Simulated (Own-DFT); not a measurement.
# How strain changes the stress of wurtzite GaN, 96 atoms (Ga48N48)

These are calculations, not measurements. The program, named Own-DFT, is a retired in-house plane-wave density functional code that no person has reviewed. Each row is one single-point run on a periodic cell that was not relaxed, without spin or spin-orbit coupling.

Settings of every run: PBE; PseudoDojo norm-conserving scalar-relativistic files (stringent for Ga); cutoff 96 hartree; 3 x 4 x 3 k mesh centred on Gamma; Gaussian smearing of 0.01 eV.

Known limits: forces on such cells passed a denser k mesh, each cell not checked; stress not checked against mesh or cutoff.

Unstrained cell vectors in Å: (12.756, 0.000, 0.000); (-4.784, 8.285, 0.000); (0.000, 0.000, 10.370). The unstrained cell has measured lattice constants (interpolated for alloys), not those of this functional. That, the random moves and any unrelaxed bonds set the pressure at no strain. Each run strains this cell uniformly, with the atoms carried along. Every atom was also moved at random, by a Gaussian of width 0.05 Å on each axis. Strain is the symmetric tensor, in per cent. Stress is positive in tension, and the pressure is minus a third of its trace.

| run | e_xx (%) | e_yy (%) | e_zz (%) | s_xx (GPa) | s_yy (GPa) | s_zz (GPa) | P (GPa) | E (meV/atom) |
|---|---|---|---|---|---|---|---|---|
| 1 | 0.00 | 0.00 | 2.75 | -5.05 | -4.83 | 3.42 | 2.15 | 7.2 |
| 2 | 0.00 | 0.00 | -0.25 | -6.22 | -8.47 | -7.60 | 7.43 | 9.4 |
| 3 | 0.00 | 0.00 | 2.75 | -5.07 | -4.97 | 3.44 | 2.20 | 8.4 |
| 4 | 0.00 | 0.00 | 1.50 | -6.76 | -5.56 | -1.36 | 4.56 | 12.1 |
| 5 | 0.00 | 0.00 | -1.25 | -8.65 | -6.67 | -14.46 | 9.93 | 23.5 |
| 6 | 0.00 | 0.00 | 0.75 | -7.18 | -4.79 | -4.53 | 5.50 | 8.2 |
| 7 | 0.00 | 0.00 | -0.50 | -7.68 | -7.42 | -10.38 | 8.49 | 18.5 |
| 8 | 0.00 | 0.00 | -0.25 | -7.40 | -6.65 | -7.94 | 7.33 | 5.7 |
| 9 | 0.00 | 0.00 | 0.75 | -6.50 | -6.59 | -3.20 | 5.43 | 6.1 |
| 10 | 0.00 | 0.00 | -0.50 | -6.91 | -5.50 | -10.81 | 7.74 | 0.0 |
| 11 | 0.00 | 0.00 | -1.25 | -7.56 | -7.04 | -14.13 | 9.58 | 19.8 |
| 12 | 0.00 | 0.00 | 1.50 | -5.86 | -5.03 | -1.71 | 4.20 | 4.1 |
| 13 | 0.00 | 0.00 | 1.75 | ? | ? | ? | ? | ? |

E is the free energy for each atom above the lowest run shown.

## Worked fit

The change of volume is close to e_xx + e_yy + e_zz. A straight line through the runs shown gives P = 7.15 - 187 x (fractional change of volume) GPa, with an error of 6 on the slope and a scatter of 0.30 GPa. The strain isn't the same on all axes and the cell isn't cubic, so the slope belongs to this path and is not the bulk modulus.

## Withheld run

Question: what pressure should run 13 give? Its volume changes by 1.75 %.

The line gives 3.9 GPa. The calculation gave 3.83 GPa.
